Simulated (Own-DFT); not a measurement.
# Response to strain: beta-Si3N4, 112 atoms (N64Si48)

These are calculations, not measurements. They come from Own-DFT, an in-house plane-wave density functional program, since retired, whose code no person has reviewed. Each row is one single-point run on a periodic cell that was not relaxed, without spin or spin-orbit coupling.

Settings of every run: PBE; PseudoDojo norm-conserving scalar-relativistic files; cutoff 42 hartree; 2 x 2 x 4 k mesh centred on Gamma; Fermi-Dirac smearing of 0.1 eV.

Known limits: forces on such cells moved up to 12 meV/angstrom on a denser k mesh; stress not checked against mesh or cutoff.

Unstrained cell vectors in Å: (15.212, 0.000, 0.000); (-7.606, 13.174, 0.000); (0.000, 0.000, 5.818). The unstrained cell has measured lattice constants (interpolated for alloys), not those of this functional. That, the random moves and any unrelaxed bonds set the pressure at no strain. Each run strains this cell uniformly, with the atoms carried along. Every atom was also moved at random, by a Gaussian of width 0.05 Å on each axis. Strain is the symmetric tensor, in per cent. Stress is positive in tension, and the pressure is minus a third of its trace.

```
run  e_xx (%)  e_yy (%)  e_zz (%)  e_yz (%)  e_xz (%)  e_xy (%)  s_xx (GPa)  s_yy (GPa)  s_zz (GPa)  s_yz (GPa)  s_xz (GPa)  s_xy (GPa)  P (GPa)  E (meV/atom)
  1     -0.25     -1.53     -0.11      1.66     -1.28      1.61      -10.56      -16.21      -13.47        7.66       -4.33        4.65    13.42          35.5
  2      1.78      0.84      0.46      0.23     -1.46      1.47        2.77       -0.97       -3.88        1.56       -4.63        4.76     0.69           6.6
  3      0.33     -0.09     -0.68     -0.48      0.53      1.42       -5.13       -8.99      -14.66       -0.95        2.32        7.17     9.60          19.1
  4      0.04      1.82     -1.02     -1.62     -1.01     -1.55       -6.24        1.51      -12.82       -4.35       -1.70       -4.86     5.85           9.6
  5     -0.03     -0.67     -0.98     -0.24      0.17     -2.00       -9.27      -14.08      -15.70        0.15       -0.32       -8.87    13.02          19.9
  6      0.68     -1.78      1.92     -0.15      0.91      0.65       -7.43      -12.64        1.84        0.62        2.33        1.88     6.08          12.4
  7      0.99      1.73      1.96      0.57     -1.00     -0.28        2.18        4.07        3.24        3.08       -2.15       -1.43    -3.16           1.0
  8      1.81      1.31     -0.80      1.30      0.47     -1.29        3.56        0.41      -12.27        3.19        1.66       -2.89     2.77           8.9
  9      0.88      1.05      1.47      0.39      1.30      1.26       -0.28        0.03        1.53        0.19        3.51        5.05    -0.42           0.0
 10     -0.99      0.65      1.66     -1.89     -0.93      0.25      -11.50       -5.50       -0.36       -7.98       -2.51        2.72     5.79          31.1
 11      1.03     -1.00      1.77     -1.79     -0.96     -0.63       -2.10      -11.01        0.18       -5.65       -3.55       -3.42     4.31          32.6
 12      0.58     -1.93      1.68      1.04     -0.65     -0.74       -6.87      -15.56       -2.83        2.02       -2.49       -1.16     8.42          55.4
 13      1.34      0.50      1.48     -1.18      0.66     -0.54        0.37       -0.65        0.56       -3.71        2.39       -0.58    -0.09           0.7
 14      0.64     -0.17     -0.72      0.48     -0.81      1.84       -5.27       -7.91      -14.45        2.19       -2.09        6.99     9.21          20.9
 15      1.30     -1.06     -0.83      0.37      0.17     -0.85       -1.70      -12.85      -17.40        0.99       -1.02       -3.82    10.65          32.4
 16     -1.39      0.59     -1.24      1.98      1.02     -0.65      -15.86       -7.96      -18.24        7.58        4.14       -2.74    14.02          26.4
 17     -1.24      1.87     -0.40     -0.24      0.71      1.75           ?           ?           ?           ?           ?           ?        ?             ?
```

E is the free energy for each atom above the lowest run shown.

## Worked fit

Each stress component was fitted by least squares to a constant and the strains of the runs shown, as fractions, with shears doubled. Shear strains stay in the fit of a normal stress only where such slopes are resolved. The slopes, in GPa:

```
stress,at no strain,per e_xx,per e_yy,per e_zz,scatter
s_xx,-7.8,555 ± 27,144 ± 20,43 ± 19,0.92
s_yy,-8.1,154 ± 29,518 ± 21,102 ± 21,0.99
s_zz,-10.1,71 ± 34,130 ± 24,612 ± 24,1.15
```

Each shear stress against twice its own strain: yz 168 ± 16, xz 150 ± 9, xy 188 ± 15 GPa. These are stiffnesses along x, y and z of the frame in which the cell vectors are given, which need not be the crystal's axes. The atoms are held to the strained lattice; where symmetry lets them move under strain, relaxing them would lower some slopes. The table should be nearly symmetric about its diagonal, and what it lacks of that shows the noise. A ninth of its sum, 259 ± 5 GPa, estimates the bulk modulus near the mean pressure of these runs, 6.3 GPa, so it lies above the value at zero pressure.

## Withheld run

Question: what normal stresses and pressure should run 17 give?

The fit gives s_xx = -12.2, s_yy = -0.7, s_zz = -11.0 and P = 8.0 GPa. The calculation gave -15.15, 0.91, -11.83 and P = 8.69 GPa.
